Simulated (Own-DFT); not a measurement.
SiGe (layered order of Si and Ge on the diamond lattice, atoms displaced) (calculated)

A calculation, not a measurement: plane-wave PBEsol density functional theory by an unreviewed code, no spin, of a simulated periodic cell, stress positive in tension, free energy of the whole cell less one offset for each atom, forces on such cells passed a denser k mesh, this cell's mesh not checked; offsets are fitted by least squares, one for each functional and potential file, so energies compare only between cells with the same atoms and settings and are not formation energies; the far tail of each file's local potential was reset to the Coulomb form; each entry is a single point on an unrelaxed cell, so the pressure reflects the starting lattice, mostly measured values, from which strain is counted, and rises with the displacements; printed positions are rounded, which can move forces by about a meV/angstrom; the program is a retired in-house code; no spin-orbit coupling. Program: Own-DFT development build.

```cif
# cell vector a (Å): 11.0890 0.0000 0.0000
# cell vector b (Å): 0.0000 11.0890 0.0000
# cell vector c (Å): 0.0000 0.0000 11.0890
data_SiGe
_symmetry_space_group_name_H-M 'P 1'
_symmetry_Int_Tables_number 1
_cell_length_a 11.0890
_cell_length_b 11.0890
_cell_length_c 11.0890
_cell_angle_alpha 90.000
_cell_angle_beta 90.000
_cell_angle_gamma 90.000
_cell_volume 1363.57
loop_
_atom_site_label
_atom_site_type_symbol
_atom_site_fract_x
_atom_site_fract_y
_atom_site_fract_z
_atom_site_occupancy
Ge1 Ge 0.00236 0.99379 0.99966 1
Ge2 Ge 0.98997 0.26440 0.25184 1
Ge3 Ge 0.25572 0.99454 0.25021 1
Ge4 Ge 0.25556 0.24483 0.00051 1
Ge5 Ge 0.12198 0.12107 0.11809 1
Ge6 Ge 0.11514 0.36794 0.38709 1
Ge7 Ge 0.37348 0.12152 0.38791 1
Ge8 Ge 0.37241 0.36917 0.12126 1
Si1 Si 0.99444 0.99108 0.50491 1
Si2 Si 0.99426 0.24665 0.74109 1
Si3 Si 0.23865 0.00027 0.74926 1
Si4 Si 0.25092 0.25373 0.50671 1
Si5 Si 0.12347 0.12192 0.61589 1
Si6 Si 0.11921 0.36746 0.86694 1
Si7 Si 0.37337 0.13100 0.88929 1
Si8 Si 0.37237 0.37541 0.62389 1
Ge9 Ge 0.99996 0.49671 0.00946 1
Ge10 Ge 0.00069 0.75320 0.26128 1
Ge11 Ge 0.25402 0.51314 0.25039 1
Ge12 Ge 0.24112 0.75593 0.00499 1
Ge13 Ge 0.12579 0.63348 0.12820 1
Ge14 Ge 0.12169 0.87668 0.38410 1
Ge15 Ge 0.37278 0.62914 0.37399 1
Ge16 Ge 0.37307 0.88134 0.13263 1
Si9 Si 0.00759 0.49579 0.50276 1
Si10 Si 0.99913 0.75134 0.75623 1
Si11 Si 0.25099 0.50058 0.75165 1
Si12 Si 0.25494 0.74911 0.49473 1
Si13 Si 0.12468 0.63334 0.63399 1
Si14 Si 0.12705 0.87968 0.86757 1
Si15 Si 0.37487 0.62336 0.87230 1
Si16 Si 0.38305 0.86766 0.62673 1
Ge17 Ge 0.50016 0.99040 0.99862 1
Ge18 Ge 0.48941 0.25323 0.25286 1
Ge19 Ge 0.75433 0.99855 0.25286 1
Ge20 Ge 0.74593 0.24216 0.00055 1
Ge21 Ge 0.62428 0.12234 0.11965 1
Ge22 Ge 0.62062 0.37551 0.37823 1
Ge23 Ge 0.88122 0.11912 0.37437 1
Ge24 Ge 0.87530 0.37661 0.12782 1
Si17 Si 0.50110 0.99655 0.51012 1
Si18 Si 0.49210 0.24718 0.75787 1
Si19 Si 0.73918 0.99955 0.74578 1
Si20 Si 0.74673 0.24708 0.50338 1
Si21 Si 0.62787 0.11070 0.63038 1
Si22 Si 0.63494 0.36460 0.88673 1
Si23 Si 0.87810 0.12191 0.87555 1
Si24 Si 0.87211 0.38184 0.63147 1
Ge25 Ge 0.49867 0.50134 0.99869 1
Ge26 Ge 0.49931 0.74725 0.24426 1
Ge27 Ge 0.75495 0.48944 0.25513 1
Ge28 Ge 0.75597 0.74841 0.00395 1
Ge29 Ge 0.62821 0.62143 0.12733 1
Ge30 Ge 0.62690 0.87262 0.36511 1
Ge31 Ge 0.86601 0.62138 0.37148 1
Ge32 Ge 0.88261 0.87301 0.12071 1
Si25 Si 0.50048 0.49666 0.50182 1
Si26 Si 0.48998 0.74328 0.75199 1
Si27 Si 0.75314 0.49477 0.74412 1
Si28 Si 0.74908 0.74752 0.49622 1
Si29 Si 0.62006 0.63004 0.63195 1
Si30 Si 0.62254 0.87579 0.88075 1
Si31 Si 0.87020 0.61375 0.86868 1
Si32 Si 0.87718 0.88487 0.61983 1
_calc_functional 'PBEsol'
_calc_potential_files 'PseudoDojo norm-conserving, scalar-relativistic, made for PBE, standard set'
_calc_wave_cutoff 42  # hartree
_calc_occupations 'Fermi-Dirac'
_calc_smearing_width 0.1  # eV
_calc_hardware 'one NVIDIA H100'
_calc_k_mesh '3 x 3 x 3 centred on Gamma'
_calc_free_energy_of_cell_above_offsets '1.097'  # eV
_calc_pressure 1.43  # GPa
_calc_stress_xx -1.42  # GPa
_calc_stress_yy -1.41  # GPa
_calc_stress_zz -1.45  # GPa
_calc_stress_yz 0.06  # GPa
_calc_stress_xz 0.43  # GPa
_calc_stress_xy -0.07  # GPa
_calc_wall_time 506.6  # s
```

Force:
```tsv
element	x (eV/Å)	y (eV/Å)	z (eV/Å)
Ge	0.003	0.426	-1.312
Ge	1.478	-2.493	0.251
Ge	-1.909	1.708	1.416
Ge	-2.293	1.044	-0.097
Ge	0.298	0.835	1.518
Ge	1.88	0.639	-1.013
Ge	0.029	0.15	-0.195
Ge	-0.208	1.649	0.558
Si	1.372	1.972	-0.873
Si	0.195	-0.267	0.412
Si	1.983	0.712	-0.462
Si	-0.378	-0.722	-0.235
Si	-0.325	0.18	0.631
Si	0.591	0.317	0.537
Si	0.683	-2.131	-2.271
Si	0.481	0.204	0.817
Ge	0.581	0.527	-1.717
Ge	-0.45	-0.415	-0.716
Ge	-0.956	-2.201	-0.235
Ge	1.301	0.319	-1.39
Ge	-0.873	-0.604	0.388
Ge	0.984	-0.093	-0.147
Ge	1.372	-0.381	0.812
Ge	0.771	-1.684	-1.446
Si	-1.454	1.608	1.239
Si	-0.674	0.218	-0.429
Si	-0.599	-0.173	-0.132
Si	-0.712	0.43	1.703
Si	0.511	-0.648	-0.982
Si	-0.677	-0.907	0.692
Si	-0.949	-0.039	0.841
Si	-1.593	0.677	-0.121
Ge	-0.605	1.281	0.127
Ge	0.994	-1.036	0.121
Ge	-0.042	0.213	-1.228
Ge	2.019	-0.165	0.285
Ge	-0.713	-0.363	1.562
Ge	0.239	-0.748	0.23
Ge	-0.473	0.846	0.775
Ge	-1.262	-0.401	-1.331
Si	0.494	-0.462	-0.787
Si	1.089	0.004	-0.412
Si	2.087	-1.14	1.811
Si	0.347	-0.228	0.452
Si	-1.585	2.694	-0.922
Si	-1.668	1.677	-2.261
Si	-0.551	-0.166	-0.732
Si	0.829	-1.301	-1.838
Ge	0.582	-0.571	-0.312
Ge	0.068	0.091	0.282
Ge	-1.376	0.594	-0.403
Ge	-0.485	-0.438	-1.159
Ge	0.141	-0.323	-0.04
Ge	-0.579	-0.012	1.521
Ge	1.499	-0.007	1.35
Ge	-0.469	-0.094	1.256
Si	-0.343	1.009	0.508
Si	1.358	0.785	0.612
Si	-1.878	0.556	1.251
Si	-0.227	0.525	0.904
Si	0.536	-0.778	-0.728
Si	0.507	-1.392	-1.369
Si	0.722	0.818	0.703
Si	-1.722	-2.322	1.73
```
